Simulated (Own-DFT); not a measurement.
# Response to strain: hcp Ru, 36 atoms (Ru36)

These are calculations, not measurements. They come from Own-DFT, an in-house plane-wave density functional program, since retired, whose code no person has reviewed. Each row is one single-point run on a periodic cell that was not relaxed, without spin or spin-orbit coupling.

Settings of every run: PBE; PseudoDojo norm-conserving scalar-relativistic files; cutoff 50 hartree; 5 x 5 x 4 k mesh centred on Gamma; cold (Marzari-Vanderbilt) smearing of 0.2 eV.

Known limits: forces on such cells failed a check on a denser k mesh; stress not checked against mesh or cutoff.

Unstrained cell vectors in Å: (8.118, 0.000, 0.000); (-4.059, 7.030, 0.000); (0.000, 0.000, 8.563). The unstrained cell has measured lattice constants (interpolated for alloys), not those of this functional. That, the random moves and any unrelaxed bonds set the pressure at no strain. Each run strains this cell uniformly, with the atoms carried along. Every atom was also moved at random, by a Gaussian of width 0.05 Å on each axis. Strain is the symmetric tensor, in per cent. Stress is positive in tension, and the pressure is minus a third of its trace.

```
run  e_xx (%)  e_yy (%)  e_zz (%)  e_yz (%)  e_xz (%)  e_xy (%)  s_xx (GPa)  s_yy (GPa)  s_zz (GPa)  s_yz (GPa)  s_xz (GPa)  s_xy (GPa)  P (GPa)  E (meV/atom)
  1      1.79     -0.18      0.54      1.19      0.24      1.19        3.70       -3.92       -1.03        4.56        1.11        4.71     0.42           1.5
  2     -1.94      1.07     -1.03     -1.31     -1.47      1.89      -21.38       -7.56      -17.58       -5.19       -6.26        7.65    15.51          55.5
  3      1.99     -0.18      1.27     -0.68     -0.86      0.24        5.42       -1.94        4.19       -2.11       -2.74        0.84    -2.56           0.0
  4     -0.68      1.23     -0.01     -0.98      1.73     -1.40       -9.32       -1.74       -6.61       -3.41        6.66       -5.00     5.89          16.7
  5     -1.49     -1.14     -0.09      1.45      1.39      0.65      -18.95      -19.54      -14.15        6.06        5.19        2.99    17.54          44.0
  6      1.85      0.38     -0.85      1.40     -1.94     -0.77        1.73       -5.01      -10.28        5.32       -6.87       -3.00     4.52          36.9
  7     -1.80     -1.49     -0.78     -0.41      0.54      1.43      -24.64      -24.04      -20.81       -1.80        2.10        6.03    23.17          70.2
  8     -1.58      0.05     -0.29      0.38      1.49     -1.45      -19.19      -11.42      -13.89        1.84        5.75       -6.59    14.83          46.4
  9      0.00      1.39     -0.10     -0.10     -0.41      1.45       -4.90       -0.31       -5.30       -0.12       -1.63        4.86     3.50          14.1
 10     -0.22      0.65     -1.51     -1.22      1.94      1.78      -10.86       -9.33      -18.24       -5.48        7.86        7.94    12.81          55.2
 11      1.93      1.31     -1.77     -0.08     -0.25      1.19        2.84       -0.30      -12.74       -0.61       -1.06        3.89     3.40          14.5
 12     -0.37      1.41      0.99     -0.08     -0.36     -1.64       -6.30        1.50        0.72        0.08       -1.23       -6.08     1.36          17.8
 13      0.80     -0.75     -1.41      0.03      0.02      1.29       -6.70      -13.57      -17.86        0.28        0.10        5.67    12.71          26.5
 14     -0.17     -1.30     -1.20     -1.55     -1.54     -0.83      -14.52      -19.56      -20.96       -6.34       -6.25       -2.96    18.35          61.6
 15      0.77      0.79     -1.84     -1.84     -0.13     -1.54       -5.16       -4.80      -17.39       -7.42       -0.85       -6.01     9.12          23.9
 16     -1.94     -0.82      0.28      1.89     -0.26     -0.87           ?           ?           ?           ?           ?           ?        ?             ?
```

E is the free energy for each atom above the lowest run shown.

## Worked fit

Each stress component was fitted by least squares to a constant and the strains of the runs shown, as fractions, with shears doubled. Shear strains stay in the fit of a normal stress only where such slopes are resolved. The slopes, in GPa:

| stress | at no strain | per e_xx | per e_yy | per e_zz | scatter |
|---|---|---|---|---|---|
| s_xx | -8.3 | 625 ± 15 | 199 ± 20 | 184 ± 21 | 0.76 |
| s_yy | -8.4 | 218 ± 16 | 628 ± 22 | 225 ± 23 | 0.82 |
| s_zz | -8.3 | 214 ± 11 | 237 ± 15 | 696 ± 16 | 0.57 |

Each shear stress against twice its own strain: yz 197 ± 4, xz 196 ± 4, xy 198 ± 7 GPa. These are stiffnesses along x, y and z of the frame in which the cell vectors are given, which need not be the crystal's axes. The atoms are held to the strained lattice; where symmetry lets them move under strain, relaxing them would lower some slopes. The table should be nearly symmetric about its diagonal, and what it lacks of that shows the noise. A ninth of its sum, 358 ± 6 GPa, estimates the bulk modulus near the mean pressure of these runs, 9.4 GPa, so it lies above the value at zero pressure.

## Withheld run

Question: what normal stresses and pressure should run 16 give?

The fit gives s_xx = -21.6, s_yy = -17.1, s_zz = -12.5 and P = 17.0 GPa. The calculation gave -22.35, -17.64, -12.32 and P = 17.44 GPa.
